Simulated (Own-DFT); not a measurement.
# How strain changes the stress of wurtzite AlGaN with randomly placed atoms, 128 atoms (Al48Ga16N64)

All numbers below are calculated, not measured. They come from Own-DFT, an in-house plane-wave density functional program, since retired, whose code no person has reviewed. Each row is one single-point run on a periodic cell that was not relaxed, without spin or spin-orbit coupling.

Settings of every run: PBE; PseudoDojo norm-conserving scalar-relativistic files (stringent for Ga); cutoff 96 hartree; 3 x 3 x 3 k mesh centred on Gamma; Gaussian smearing of 0.01 eV.

Known limits: k mesh not checked against a denser one; stress not checked against mesh or cutoff.

Unstrained cell vectors in Å: (12.525, 0.000, 0.000); (-6.263, 10.847, 0.000); (0.000, 0.000, 10.066). The unstrained cell has measured lattice constants (interpolated for alloys), not those of this functional. That, the random moves and any unrelaxed bonds set the pressure at no strain. Each run strains this cell uniformly, with the atoms carried along. Every atom was also moved at random, by a Gaussian of width 0.05 Å on each axis. The random placing of the alloy's atoms differs from row to row. Strain is the symmetric tensor, in per cent. Stress is positive in tension, and the pressure is minus a third of its trace.

```
run,e_xx (%),e_yy (%),e_zz (%),s_xx (GPa),s_yy (GPa),s_zz (GPa),P (GPa),E (meV/atom)
1,-1.50,-1.50,0.00,-16.28,-13.93,-9.77,13.33,26.8
2,-2.25,-2.25,0.00,-20.92,-19.94,-11.35,17.41,55.1
3,0.25,0.25,0.00,-5.28,-3.75,-6.44,5.16,0.7
4,-0.50,-0.50,0.00,-8.43,-9.51,-8.28,8.74,18.8
5,3.00,3.00,0.00,8.75,7.91,-1.56,-5.03,4.3
6,-1.00,-1.00,0.00,-11.87,-12.25,-7.34,10.49,7.4
7,-0.25,-0.25,0.00,-6.63,-8.60,-6.40,7.21,3.5
8,1.50,1.50,0.00,2.19,1.90,-5.23,0.38,0.0
9,0.75,0.75,0.00,?,?,?,?,?
```

E is the free energy for each atom above the lowest run shown.

## Worked fit

The change of volume is close to e_xx + e_yy + e_zz. A straight line through the runs shown gives P = 6.87 - 210 x (fractional change of volume) GPa, with an error of 9 on the slope and a scatter of 0.77 GPa. The strain isn't the same on all axes and the cell isn't cubic, so the slope belongs to this path and is not the bulk modulus.

## Withheld run

Question: what pressure should run 9 give? Its volume changes by 1.51 %.

The line gives 3.7 GPa. The calculation gave 3.41 GPa.
